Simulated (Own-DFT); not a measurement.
Simulation results for SiC (4H silicon carbide, strained, atoms displaced), SiC (3C silicon carbide, strained, atoms displaced), GaN (wurtzite, strained, atoms displaced)

A calculation, not a measurement: plane-wave PBE density functional theory by an unreviewed code, no spin, of a simulated periodic cell, stress positive in tension, free energy of the whole cell less one offset for each atom, forces on such cells passed a denser k mesh, this cell's mesh not checked; offsets are fitted by least squares, one for each functional and potential file, so energies compare only between cells with the same atoms and settings and are not formation energies; the far tail of each file's local potential was reset to the Coulomb form; each entry is a single point on an unrelaxed cell, so the pressure reflects the starting lattice, mostly measured values (interpolated for alloys), from which strain is counted, and rises with the displacements; printed positions are rounded, which can move forces by about a meV/angstrom; the program, named Own-DFT, is a retired in-house code; no spin-orbit coupling. Program: Own-DFT development build.

Common to all runs: functional PBE.

```yaml
- entry: 1
  formula: SiC
  kind: "4H silicon carbide, strained, atoms displaced"
  structure:
    cell_angstrom:
      - [9.0689, 0.003, -0.0491]
      - [-4.5318, 8.1288, 0.0151]
      - [-0.0535, -0.0119, 9.8807]
    atoms_fractional:
      - [Si, 0.99456, 0.99923, 0.40581]
      - [Si, 0.10971, 0.22436, 0.15686]
      - [C, 0.99918, 0.99744, 0.09736]
      - [C, 0.11544, 0.22227, 0.33875]
      - [Si, 0.00045, 0.3419, 0.42119]
      - [Si, 0.11578, 0.56443, 0.15137]
      - [C, 0.99731, 0.33278, 0.09447]
      - [C, 0.11393, 0.55969, 0.33697]
      - [Si, 0.00177, 0.66848, 0.4079]
      - [Si, 0.11137, 0.89458, 0.15223]
      - [C, 0.004, 0.66404, 0.09763]
      - [C, 0.119, 0.8939, 0.34325]
      - [Si, 0.33932, 0.99734, 0.40103]
      - [Si, 0.43912, 0.21317, 0.15488]
      - [C, 0.3359, 0.99515, 0.09622]
      - [C, 0.44503, 0.23237, 0.33612]
      - [Si, 0.34834, 0.33573, 0.40525]
      - [Si, 0.44172, 0.55751, 0.16092]
      - [C, 0.32593, 0.32351, 0.08766]
      - [C, 0.44633, 0.55751, 0.34752]
      - [Si, 0.35033, 0.66729, 0.39894]
      - [Si, 0.43326, 0.87835, 0.15074]
      - [C, 0.3281, 0.66471, 0.09055]
      - [C, 0.44981, 0.8826, 0.34398]
      - [Si, 0.66857, 0.99468, 0.40331]
      - [Si, 0.77924, 0.22406, 0.15031]
      - [C, 0.67144, 0.00071, 0.09313]
      - [C, 0.77748, 0.21297, 0.34071]
      - [Si, 0.66285, 0.33167, 0.40586]
      - [Si, 0.77266, 0.55755, 0.1652]
      - [C, 0.66455, 0.33282, 0.09492]
      - [C, 0.77537, 0.55246, 0.34112]
      - [Si, 0.66537, 0.66626, 0.4136]
      - [Si, 0.78584, 0.89578, 0.16285]
      - [C, 0.66643, 0.6681, 0.09564]
      - [C, 0.7792, 0.88474, 0.33904]
      - [Si, 0.99445, 0.99909, 0.90976]
      - [Si, 0.88405, 0.77264, 0.65368]
      - [C, 0.01423, 0.00335, 0.592]
      - [C, 0.88713, 0.7786, 0.8425]
      - [Si, 0.00809, 0.67302, 0.90764]
      - [Si, 0.88336, 0.43662, 0.6595]
      - [C, 0.98485, 0.66015, 0.59212]
      - [C, 0.89017, 0.44735, 0.84099]
      - [Si, 0.99702, 0.32009, 0.90122]
      - [Si, 0.87964, 0.10999, 0.66891]
      - [C, 0.9912, 0.33378, 0.58876]
      - [C, 0.88769, 0.10777, 0.84845]
      - [Si, 0.66136, 0.99701, 0.91141]
      - [Si, 0.5587, 0.7838, 0.64917]
      - [C, 0.67019, 0.01169, 0.58544]
      - [C, 0.55843, 0.78405, 0.83671]
      - [Si, 0.67408, 0.66687, 0.91678]
      - [Si, 0.55439, 0.44667, 0.65865]
      - [C, 0.65373, 0.67071, 0.58729]
      - [C, 0.55042, 0.442, 0.8464]
      - [Si, 0.6688, 0.33686, 0.91335]
      - [Si, 0.55439, 0.10625, 0.65912]
      - [C, 0.66968, 0.33542, 0.59931]
      - [C, 0.55297, 0.10828, 0.84487]
      - [Si, 0.32883, 0.99601, 0.90655]
      - [Si, 0.21036, 0.77419, 0.65282]
      - [C, 0.33316, 0.99554, 0.59798]
      - [C, 0.21526, 0.76512, 0.8446]
      - [Si, 0.34058, 0.66601, 0.90642]
      - [Si, 0.22522, 0.45089, 0.65279]
      - [C, 0.33007, 0.66949, 0.59185]
      - [C, 0.22134, 0.44602, 0.84511]
      - [Si, 0.33718, 0.34371, 0.91047]
      - [Si, 0.22781, 0.11448, 0.6625]
      - [C, 0.33735, 0.32958, 0.59517]
      - [C, 0.23443, 0.11942, 0.83409]
  settings:
    potential_files: "PseudoDojo norm-conserving, scalar-relativistic, standard set"
    "wave_cutoff [hartree]": 42.0
    occupations: Fermi-Dirac
    "smearing_width [eV]": 0.1
    hardware: "one NVIDIA H100"
    k_mesh: "4 x 4 x 3 centred on Gamma"
  results:
    "free_energy_of_cell_above_offsets [eV]": "-4.541"
    "pressure [GPa]": 11.12
    "stress_xx [GPa]": -14.52
    "stress_yy [GPa]": 2.9
    "stress_zz [GPa]": -21.74
    "stress_yz [GPa]": -0.48
    "stress_xz [GPa]": -1.37
    "stress_xy [GPa]": 0.76
    force_element: [Si, Si, C, C, Si, Si, C, C, Si, Si, C, C, Si, Si, C, C, Si, Si, C, C, Si, Si, C, C, Si, Si, C, C, Si, Si, C, C, Si, Si, C, C, Si, Si, C, C, Si, Si, C, C, Si, Si, C, C, Si, Si, C, C, Si, Si, C, C, Si, Si, C, C, Si, Si, C, C, Si, Si, C, C, Si, Si, C, C]
    "force_x [eV/angstrom]": [2.291, -0.16, -0.344, -0.482, 0.961, -0.129, 0.669, 0.645, 0.277, 1.345, -2.862, -1.188, -0.637, 0.261, -1.634, 2.606, -4.113, 0.739, 0.293, 2.209, -5.052, 2.629, 1.644, -0.71, 0.145, -0.093, -1.019, -0.795, 1.64, 1.46, -0.382, -0.193, 1.122, -1.089, -0.477, -0.4, 2.161, -0.821, -3.014, 0.642, -1.63, -0.228, 1.393, 0.223, -0.976, 2.234, 1.726, -0.987, 0.185, -2.151, 0.746, 0.859, -1.444, 0.434, 2.714, 1.203, -0.024, -0.908, -1.716, 0.375, 0.508, 0.899, -0.179, 1.128, -0.974, 0.171, 0.48, 0.139, 0.004, 0.399, -1.05, -1.699]
    "force_y [eV/angstrom]": [1.438, -0.269, 1.371, 0.539, -1.092, -3.145, 0.74, -0.277, 0.267, -1.949, 1.744, -0.914, 0.67, 1.235, 0.693, -2.698, -0.169, -1.045, 1.336, -1.671, 0.377, 1.12, 0.208, 0.444, 1.609, -0.498, -0.544, 1.216, -0.267, -0.68, 0.426, 0.35, 0.144, -1.36, 0.569, -0.648, -0.229, 1.741, -0.92, 0.233, -2.056, 1.834, -0.48, -0.587, 3.062, 0.156, -0.422, -0.276, -0.017, 0.89, -1.996, -0.702, -0.237, 0.038, -0.96, 1.821, -0.566, 1.083, -1.095, 0.614, -0.028, 0.202, 0.294, 2.465, -0.157, -0.78, -0.173, -0.079, -1.795, -0.371, 0.832, -0.605]
    "force_z [eV/angstrom]": [-0.115, -0.317, -1.054, 2.596, -7.644, 0.987, -1.31, 2.069, -1.621, 1.458, -1.039, -0.006, 1.35, -1.149, -0.921, 1.068, 0.744, -1.237, 2.367, -1.061, 2.032, 1.271, 0.281, -1.043, -0.989, 1.422, 0.897, 0.71, -0.112, -2.948, 0.874, 3.214, -3.688, -2.517, 1.694, 2.942, -1.116, 0.039, 1.034, 0.751, 0.216, -0.581, 0.352, 1.842, 1.472, -3.813, 5.731, 0.395, -1.254, 0.946, 1.76, 1.662, -3.073, 0.053, 2.696, 0.497, -2.151, -0.487, -1.175, 1.047, -1.008, 0.315, -1.202, -0.415, -1.558, 0.169, -0.564, -0.581, -2.269, -3.938, -0.607, 5.614]
    "wall_time [s]": 344.6
- entry: 2
  formula: SiC
  kind: "3C silicon carbide, strained, atoms displaced"
  structure:
    cell_angstrom:
      - [13.2339, 0.0195, 0.1654]
      - [0.013, 8.6229, 0.0604]
      - [0.1102, 0.0604, 8.5494]
    atoms_fractional:
      - [Si, 0.00293, 0.99174, 0.98812]
      - [Si, 0.99966, 0.23672, 0.24553]
      - [Si, 0.1656, 0.9968, 0.24994]
      - [Si, 0.17077, 0.24687, 0.00046]
      - [C, 0.08239, 0.12604, 0.12495]
      - [C, 0.08663, 0.37933, 0.36595]
      - [C, 0.24139, 0.1371, 0.37049]
      - [C, 0.24829, 0.37057, 0.12438]
      - [Si, 0.997, 0.98375, 0.50337]
      - [Si, 0.00133, 0.25505, 0.73525]
      - [Si, 0.16452, 0.99069, 0.7546]
      - [Si, 0.168, 0.25037, 0.49493]
      - [C, 0.07742, 0.12375, 0.62393]
      - [C, 0.08257, 0.37517, 0.88247]
      - [C, 0.24445, 0.13094, 0.87545]
      - [C, 0.25493, 0.37536, 0.62995]
      - [Si, 0.00245, 0.49811, 0.00349]
      - [Si, 0.00209, 0.76036, 0.24961]
      - [Si, 0.15695, 0.50545, 0.24954]
      - [Si, 0.16779, 0.75594, 0.99819]
      - [C, 0.08718, 0.6218, 0.12009]
      - [C, 0.07915, 0.8841, 0.36635]
      - [C, 0.24837, 0.62581, 0.38212]
      - [C, 0.24731, 0.87283, 0.12843]
      - [Si, 0.99543, 0.49936, 0.50468]
      - [Si, 0.00113, 0.75817, 0.75034]
      - [Si, 0.17421, 0.49348, 0.75226]
      - [Si, 0.17, 0.75311, 0.49974]
      - [C, 0.08304, 0.62278, 0.61059]
      - [C, 0.08131, 0.87509, 0.87306]
      - [C, 0.25307, 0.61756, 0.87434]
      - [C, 0.25303, 0.8803, 0.62852]
      - [Si, 0.34077, 0.00528, 0.00357]
      - [Si, 0.33379, 0.25192, 0.24564]
      - [Si, 0.49667, 0.99744, 0.24209]
      - [Si, 0.49778, 0.24988, 0.00225]
      - [C, 0.41336, 0.12429, 0.12036]
      - [C, 0.40808, 0.37498, 0.37192]
      - [C, 0.58209, 0.13038, 0.38514]
      - [C, 0.59047, 0.38081, 0.13394]
      - [Si, 0.3292, 0.00887, 0.50224]
      - [Si, 0.33165, 0.24891, 0.7567]
      - [Si, 0.49695, 0.00162, 0.75439]
      - [Si, 0.50497, 0.24834, 0.50531]
      - [C, 0.41582, 0.12468, 0.6191]
      - [C, 0.40988, 0.3655, 0.87274]
      - [C, 0.57895, 0.11818, 0.86984]
      - [C, 0.57947, 0.36924, 0.62511]
      - [Si, 0.33455, 0.49327, 0.00388]
      - [Si, 0.3348, 0.7539, 0.25455]
      - [Si, 0.50246, 0.50944, 0.25609]
      - [Si, 0.50582, 0.74317, 0.99907]
      - [C, 0.41132, 0.62549, 0.13201]
      - [C, 0.42367, 0.86813, 0.38076]
      - [C, 0.58997, 0.62699, 0.3685]
      - [C, 0.57838, 0.87435, 0.1184]
      - [Si, 0.33534, 0.5106, 0.48869]
      - [Si, 0.33259, 0.75127, 0.75597]
      - [Si, 0.50221, 0.50345, 0.7508]
      - [Si, 0.50378, 0.75396, 0.50161]
      - [C, 0.41906, 0.62303, 0.62554]
      - [C, 0.42003, 0.88032, 0.87351]
      - [C, 0.57704, 0.62868, 0.87273]
      - [C, 0.5899, 0.87701, 0.62756]
      - [Si, 0.66997, 0.99378, 0.99574]
      - [Si, 0.66317, 0.26183, 0.25335]
      - [Si, 0.83081, 0.99902, 0.24767]
      - [Si, 0.83398, 0.246, 0.99233]
      - [C, 0.74779, 0.11964, 0.12893]
      - [C, 0.74803, 0.38034, 0.38163]
      - [C, 0.92158, 0.12519, 0.37945]
      - [C, 0.90953, 0.3872, 0.12509]
      - [Si, 0.67396, 0.00437, 0.4961]
      - [Si, 0.67021, 0.24804, 0.74657]
      - [Si, 0.83693, 0.00016, 0.74819]
      - [Si, 0.83498, 0.25479, 0.50443]
      - [C, 0.74952, 0.13078, 0.62059]
      - [C, 0.75344, 0.37033, 0.88007]
      - [C, 0.91426, 0.13174, 0.86898]
      - [C, 0.90955, 0.37505, 0.62695]
      - [Si, 0.6698, 0.49445, 0.98793]
      - [Si, 0.66085, 0.76146, 0.2464]
      - [Si, 0.83438, 0.49102, 0.24741]
      - [Si, 0.83317, 0.75338, 0.00867]
      - [C, 0.7469, 0.6225, 0.12868]
      - [C, 0.75337, 0.87078, 0.3747]
      - [C, 0.91949, 0.61897, 0.37815]
      - [C, 0.91088, 0.8775, 0.11478]
      - [Si, 0.6641, 0.49708, 0.50797]
      - [Si, 0.66696, 0.76019, 0.75227]
      - [Si, 0.82582, 0.49631, 0.74409]
      - [Si, 0.83195, 0.75261, 0.50282]
      - [C, 0.75045, 0.6345, 0.61546]
      - [C, 0.74878, 0.87137, 0.8797]
      - [C, 0.92112, 0.62889, 0.87409]
      - [C, 0.91313, 0.86873, 0.62733]
  settings:
    potential_files: "PseudoDojo norm-conserving, scalar-relativistic, standard set"
    "wave_cutoff [hartree]": 42.0
    occupations: Fermi-Dirac
    "smearing_width [eV]": 0.1
    hardware: "one NVIDIA H200"
    k_mesh: "3 x 4 x 4 centred on Gamma"
  results:
    "free_energy_of_cell_above_offsets [eV]": "-5.431"
    "pressure [GPa]": 10.06
    "stress_xx [GPa]": -5.14
    "stress_yy [GPa]": -11.32
    "stress_zz [GPa]": -13.73
    "stress_yz [GPa]": 2.07
    "stress_xz [GPa]": 7.26
    "stress_xy [GPa]": 1.28
    force_element: [Si, Si, Si, Si, C, C, C, C, Si, Si, Si, Si, C, C, C, C, Si, Si, Si, Si, C, C, C, C, Si, Si, Si, Si, C, C, C, C, Si, Si, Si, Si, C, C, C, C, Si, Si, Si, Si, C, C, C, C, Si, Si, Si, Si, C, C, C, C, Si, Si, Si, Si, C, C, C, C, Si, Si, Si, Si, C, C, C, C, Si, Si, Si, Si, C, C, C, C, Si, Si, Si, Si, C, C, C, C, Si, Si, Si, Si, C, C, C, C]
    "force_x [eV/angstrom]": [-2.209, -0.141, 0.002, -2.315, 0.597, -2.961, 2.98, -0.094, 0.348, -0.597, 0.787, -1.628, 1.826, 0.655, 1.75, -0.421, -1.135, -1.436, 4.14, 0.465, -1.596, 1.326, -0.227, 1.506, 1.43, -0.17, -2.33, -1.141, 0.504, 1.335, -0.407, -1.245, -3.368, -1.229, 0.729, 1.417, 1.385, 3.429, 0.988, -3.164, 1.142, -0.131, 1.127, -3.45, -0.176, 3.004, 1.852, 1.573, -0.593, -0.708, -0.922, -3.635, 1.903, -2.663, -1.86, 1.124, -0.311, 1.295, -1.97, 1.238, -0.218, -1.316, 3.259, -1.5, -1.687, 1.985, 1.301, 0.118, -0.479, 0.646, -2.143, 2.862, -1.561, -1.676, -1.601, -0.378, 1.227, -1.646, 1.785, 1.636, -0.888, 2.317, -2.249, -0.589, 0.192, -1.037, -1.216, 2.462, 0.672, 0.337, 1.993, 1.604, -2.179, 1.417, -1.37, 0.295]
    "force_y [eV/angstrom]": [3.432, 3.386, 2.279, 1.354, -2.088, -2.263, -3.495, 1.037, 3.452, 0.288, 3.433, 1.993, -1.461, -0.79, -3.116, -0.45, 1.062, -2.479, -0.244, -2.04, 2.424, -1.885, 0.92, 0.819, -0.291, -3.234, 0.96, 0.097, 0.83, -1.541, 1.701, -1.07, -1.532, 0.268, 0.91, 0.544, 0.625, -0.021, -1.578, 0.43, -0.168, -0.686, 0.126, 0.546, 0.162, 1.92, 1.689, 1.539, 0.745, -0.482, -1.27, 1.516, -0.31, 2.155, -0.025, 0.533, -1.78, -0.272, -1.377, -1.075, 0.948, -2.066, -2.0, 0.978, 1.896, -2.559, 0.795, 0.437, 1.378, -1.27, -1.172, -4.668, -0.317, -0.197, 0.617, -0.719, -1.484, -0.112, -1.729, 0.375, 2.017, -1.761, 3.695, -2.589, 0.61, 1.029, 1.868, 0.679, 1.636, -1.601, 2.443, -1.043, -2.422, 0.237, -0.614, 0.532]
    "force_z [eV/angstrom]": [2.389, 0.638, -0.576, 0.884, -1.77, 2.532, -0.825, 0.381, -0.535, 3.057, -1.24, 1.919, -0.816, -1.849, -0.403, -1.788, -0.801, -0.951, -0.228, 0.067, -0.081, 1.884, -2.315, -0.525, -1.4, -0.87, -0.385, 0.01, 2.949, -0.205, 0.723, -0.079, -1.663, 0.545, 1.898, -0.584, 2.09, 0.087, -2.899, -2.784, -1.18, -2.443, -2.858, -0.823, 1.72, 1.407, 1.395, 1.463, 0.124, 0.347, -0.641, 1.189, -1.551, -1.334, 2.281, 0.398, 2.929, -0.812, -0.331, 0.983, -0.351, 1.413, -0.89, -0.771, 0.834, 1.255, 0.583, 2.888, -0.894, -0.314, 0.107, -2.04, 0.455, 1.092, 0.529, -2.047, 0.658, -2.481, -0.58, -0.287, 2.753, 0.061, 2.586, -1.875, -0.986, -0.531, -1.119, 1.895, -1.601, -0.461, 1.09, -2.011, 3.068, -1.128, 0.321, 0.035]
    "wall_time [s]": 526.7
- entry: 3
  formula: GaN
  kind: "wurtzite, strained, atoms displaced"
  structure:
    cell_angstrom: [[12.756, 0.0, 0.0], [-4.7835, 8.2853, 0.0], [0.0, 0.0, 10.4996]]
    atoms_fractional:
      - [Ga, 0.07894, 0.2247, 0.00089]
      - [Ga, 0.16924, 0.11751, 0.25105]
      - ["N", 0.08782, 0.22629, 0.18746]
      - ["N", 0.16356, 0.10597, 0.4386]
      - [Ga, 0.08475, 0.2248, 0.49583]
      - [Ga, 0.16159, 0.11668, 0.75155]
      - ["N", 0.08786, 0.22133, 0.68426]
      - ["N", 0.15775, 0.10148, 0.94203]
      - [Ga, 0.08498, 0.55684, 0.00331]
      - [Ga, 0.17336, 0.45162, 0.24387]
      - ["N", 0.0814, 0.55089, 0.18342]
      - ["N", 0.17642, 0.45435, 0.4451]
      - [Ga, 0.08869, 0.55469, 0.50634]
      - [Ga, 0.17336, 0.44761, 0.75167]
      - ["N", 0.08944, 0.56632, 0.6847]
      - ["N", 0.16282, 0.43727, 0.94152]
      - [Ga, 0.08697, 0.89187, 0.00439]
      - [Ga, 0.17014, 0.77452, 0.25223]
      - ["N", 0.07873, 0.89314, 0.18612]
      - ["N", 0.16951, 0.7847, 0.43926]
      - [Ga, 0.07667, 0.89421, 0.5061]
      - [Ga, 0.16075, 0.78067, 0.75426]
      - ["N", 0.08501, 0.8843, 0.69535]
      - ["N", 0.16628, 0.77087, 0.93104]
      - [Ga, 0.33252, 0.22317, 0.00427]
      - [Ga, 0.41997, 0.1124, 0.24708]
      - ["N", 0.32666, 0.21281, 0.18437]
      - ["N", 0.4159, 0.10421, 0.44574]
      - [Ga, 0.32943, 0.21265, 0.51449]
      - [Ga, 0.41303, 0.10458, 0.74393]
      - ["N", 0.33052, 0.22264, 0.68645]
      - ["N", 0.41158, 0.10724, 0.93137]
      - [Ga, 0.33264, 0.55502, 0.99818]
      - [Ga, 0.41925, 0.44428, 0.25218]
      - ["N", 0.33572, 0.564, 0.19032]
      - ["N", 0.4171, 0.44674, 0.43488]
      - [Ga, 0.3294, 0.54681, 0.49545]
      - [Ga, 0.42248, 0.45152, 0.74998]
      - ["N", 0.3348, 0.55555, 0.68478]
      - ["N", 0.4247, 0.45472, 0.94603]
      - [Ga, 0.33075, 0.88595, 0.00247]
      - [Ga, 0.41514, 0.77238, 0.25454]
      - ["N", 0.33396, 0.88733, 0.18623]
      - ["N", 0.42362, 0.78248, 0.42628]
      - [Ga, 0.32936, 0.88307, 0.50946]
      - [Ga, 0.41606, 0.77438, 0.74873]
      - ["N", 0.33053, 0.89219, 0.68441]
      - ["N", 0.41425, 0.78071, 0.93709]
      - [Ga, 0.58591, 0.22735, 0.00161]
      - [Ga, 0.6626, 0.1079, 0.2478]
      - ["N", 0.58126, 0.21714, 0.18843]
      - ["N", 0.67095, 0.11414, 0.44243]
      - [Ga, 0.57484, 0.21926, 0.49228]
      - [Ga, 0.66795, 0.10738, 0.75274]
      - ["N", 0.58046, 0.2179, 0.68691]
      - ["N", 0.6663, 0.10505, 0.93468]
      - [Ga, 0.58693, 0.56542, 0.00473]
      - [Ga, 0.66868, 0.44957, 0.2593]
      - ["N", 0.58297, 0.56279, 0.18876]
      - ["N", 0.67027, 0.44499, 0.43599]
      - [Ga, 0.58422, 0.55764, 0.49527]
      - [Ga, 0.66671, 0.44137, 0.74833]
      - ["N", 0.58332, 0.55031, 0.69019]
      - ["N", 0.66139, 0.44659, 0.93495]
      - [Ga, 0.58015, 0.88548, 0.00037]
      - [Ga, 0.66415, 0.7726, 0.24715]
      - ["N", 0.58487, 0.8903, 0.18933]
      - ["N", 0.66061, 0.77653, 0.43978]
      - [Ga, 0.58015, 0.88933, 0.49495]
      - [Ga, 0.66561, 0.7892, 0.74272]
      - ["N", 0.57697, 0.88822, 0.6969]
      - ["N", 0.66825, 0.77582, 0.93688]
      - [Ga, 0.8285, 0.21883, 0.99425]
      - [Ga, 0.92052, 0.11261, 0.25027]
      - ["N", 0.82462, 0.21726, 0.18657]
      - ["N", 0.91097, 0.10504, 0.44024]
      - [Ga, 0.83008, 0.22086, 0.50129]
      - [Ga, 0.91873, 0.11864, 0.74484]
      - ["N", 0.833, 0.21959, 0.68361]
      - ["N", 0.91744, 0.10432, 0.93649]
      - [Ga, 0.83399, 0.55726, 0.00144]
      - [Ga, 0.91404, 0.44083, 0.24907]
      - ["N", 0.84171, 0.5621, 0.19005]
      - ["N", 0.92061, 0.43734, 0.43966]
      - [Ga, 0.8337, 0.56416, 0.50013]
      - [Ga, 0.91787, 0.44353, 0.75574]
      - ["N", 0.84506, 0.56225, 0.6918]
      - ["N", 0.91247, 0.44537, 0.94746]
      - [Ga, 0.82836, 0.89618, 0.00016]
      - [Ga, 0.91643, 0.77665, 0.26041]
      - ["N", 0.83851, 0.88857, 0.18245]
      - ["N", 0.92114, 0.78589, 0.44181]
      - [Ga, 0.83188, 0.88529, 0.50007]
      - [Ga, 0.92292, 0.78129, 0.75044]
      - ["N", 0.84263, 0.89954, 0.69642]
      - ["N", 0.91013, 0.77211, 0.94197]
  settings:
    potential_files: "PseudoDojo norm-conserving, scalar-relativistic, standard set with the stringent files for Ga"
    "wave_cutoff [hartree]": 96.0
    occupations: Gaussian
    "smearing_width [eV]": 0.01
    k_mesh: "3 x 4 x 3 centred on Gamma"
  results:
    "pressure [GPa]": null
    "stress_yy [GPa]": null
    "stress_xx [GPa]": null
```

## Withheld values
1. Estimate the pressure of GaN (wurtzite, strained, atoms displaced) (entry 3).
2. Give the missing stress yy for GaN (wurtzite, strained, atoms displaced) (entry 3).
3. What stress xx does the calculation give for GaN (wurtzite, strained, atoms displaced) (entry 3)?

Answers
1. 4.48 GPa
2. -5.63 GPa
3. -5.16 GPa

Further results for GaN (wurtzite, strained, atoms displaced) (entry 3):

* free energy of cell above offsets: -5.758 eV
* stress zz: -2.64 GPa
* stress yz: 0.14 GPa
* stress xz: -0.58 GPa
* stress xy: -0.72 GPa

Force:
| element | x (eV/Å) | y (eV/Å) | z (eV/Å) |
| --- | --- | --- | --- |
| Ga | 0.818 | -1.377 | 0.278 |
| Ga | -0.31 | -1.479 | 0.14 |
| N | -0.649 | 0.399 | 0.412 |
| N | 0.186 | 1.126 | 0.029 |
| Ga | -0.363 | -0.175 | 0.139 |
| Ga | 1.902 | -1.319 | 1.093 |
| N | -1.763 | 1.275 | -0.218 |
| N | 0.556 | 2.17 | -0.837 |
| Ga | -0.53 | -0.253 | -0.816 |
| Ga | -0.865 | -0.634 | 0.942 |
| N | 0.24 | 0.454 | 1.138 |
| N | -2.176 | -1.98 | -2.011 |
| Ga | -1.185 | 0.667 | -1.178 |
| Ga | -1.109 | -0.12 | -0.201 |
| N | 0.202 | -1.588 | 1.663 |
| N | 0.307 | 1.172 | -0.856 |
| Ga | -1.062 | -1.683 | -0.314 |
| Ga | -1.311 | 0.583 | 0.003 |
| N | 1.38 | -0.381 | 1.223 |
| N | -0.651 | -0.844 | 0.04 |
| Ga | 2.522 | -0.374 | 0.335 |
| Ga | 2.265 | -0.625 | -0.551 |
| N | -1.559 | 2.178 | -1.549 |
| N | -0.384 | 0.494 | 1.865 |
| Ga | -0.036 | -0.237 | -1.564 |
| Ga | -1.151 | -0.944 | 0.799 |
| N | 1.286 | 1.501 | 1.041 |
| N | -1.522 | 0.146 | -1.552 |
| Ga | -0.079 | 0.578 | -3.041 |
| Ga | 0.071 | 1.157 | 1.014 |
| N | -0.026 | 0.294 | 2.256 |
| N | 0.37 | 0.386 | 0.954 |
| Ga | 0.059 | 0.42 | 0.46 |
| Ga | -0.841 | -0.444 | -0.599 |
| N | 0.896 | -1.478 | -0.97 |
| N | 0.598 | -1.188 | 0.562 |
| Ga | 2.192 | 2.202 | 0.855 |
| Ga | -0.269 | -0.863 | 0.666 |
| N | 0.375 | 0.14 | 0.144 |
| N | -1.153 | -1.198 | -1.032 |
| Ga | -0.155 | 0.555 | -0.675 |
| Ga | 0.097 | 1.604 | -1.912 |
| N | 0.063 | 0.11 | 0.345 |
| N | -1.45 | -0.855 | 3.196 |
| Ga | 0.567 | -0.084 | -2.057 |
| Ga | -1.505 | 0.242 | 0.545 |
| N | 0.522 | -1.467 | 1.407 |
| N | 0.413 | -0.759 | -0.117 |
| Ga | -0.608 | -0.579 | -0.977 |
| Ga | 0.698 | -0.048 | 0.965 |
| N | -0.119 | 1.47 | 0.006 |
| N | -1.618 | -0.536 | -0.968 |
| Ga | 2.292 | 0.355 | 1.643 |
| Ga | -0.967 | 0.805 | -0.765 |
| N | 0.525 | 0.359 | -0.352 |
| N | -0.832 | 0.447 | 0.592 |
| Ga | 0.634 | -0.679 | -0.603 |
| Ga | 0.57 | -0.142 | -2.42 |
| N | 0.892 | -1.733 | 0.241 |
| N | -0.708 | 0.229 | 1.077 |
| Ga | -0.345 | -0.57 | 1.076 |
| Ga | 0.47 | 0.136 | 0.194 |
| N | 0.168 | 1.451 | -1.191 |
| N | 1.017 | -0.277 | 0.799 |
| Ga | 0.262 | -0.136 | 0.07 |
| Ga | 0.434 | 2.254 | 0.554 |
| N | -0.328 | -0.706 | -0.451 |
| N | 1.387 | 0.212 | -0.307 |
| Ga | 0.227 | 0.685 | 0.875 |
| Ga | 1.896 | -1.42 | 1.105 |
| N | 0.662 | 0.365 | -2.02 |
| N | -1.291 | 0.865 | -0.483 |
| Ga | 0.894 | 0.06 | 1.041 |
| Ga | -0.949 | -0.263 | -0.111 |
| N | 1.377 | 0.327 | -0.298 |
| N | 0.839 | 0.714 | -0.411 |
| Ga | 0.705 | 0.342 | -0.371 |
| Ga | 0.785 | -0.101 | 0.78 |
| N | -0.346 | 0.638 | 1.157 |
| N | -1.163 | 1.908 | -0.58 |
| Ga | -1.141 | 0.335 | 0.196 |
| Ga | 0.529 | -0.357 | 0.482 |
| N | -1.474 | -0.799 | 0.44 |
| N | -0.734 | 1.323 | -0.295 |
| Ga | 1.82 | -1.227 | 0.754 |
| Ga | 0.487 | 0.202 | -0.333 |
| N | -1.608 | -0.779 | -0.938 |
| N | 1.296 | -0.617 | -1.33 |
| Ga | 1.779 | -1.565 | -0.163 |
| Ga | 0.352 | 0.695 | -2.024 |
| N | -1.074 | -0.018 | 1.555 |
| N | -1.102 | -1.227 | -0.055 |
| Ga | -0.89 | 0.628 | 0.827 |
| Ga | -1.188 | -0.292 | 1.721 |
| N | -0.956 | -1.396 | -1.603 |
| N | 0.662 | 1.161 | -0.588 |
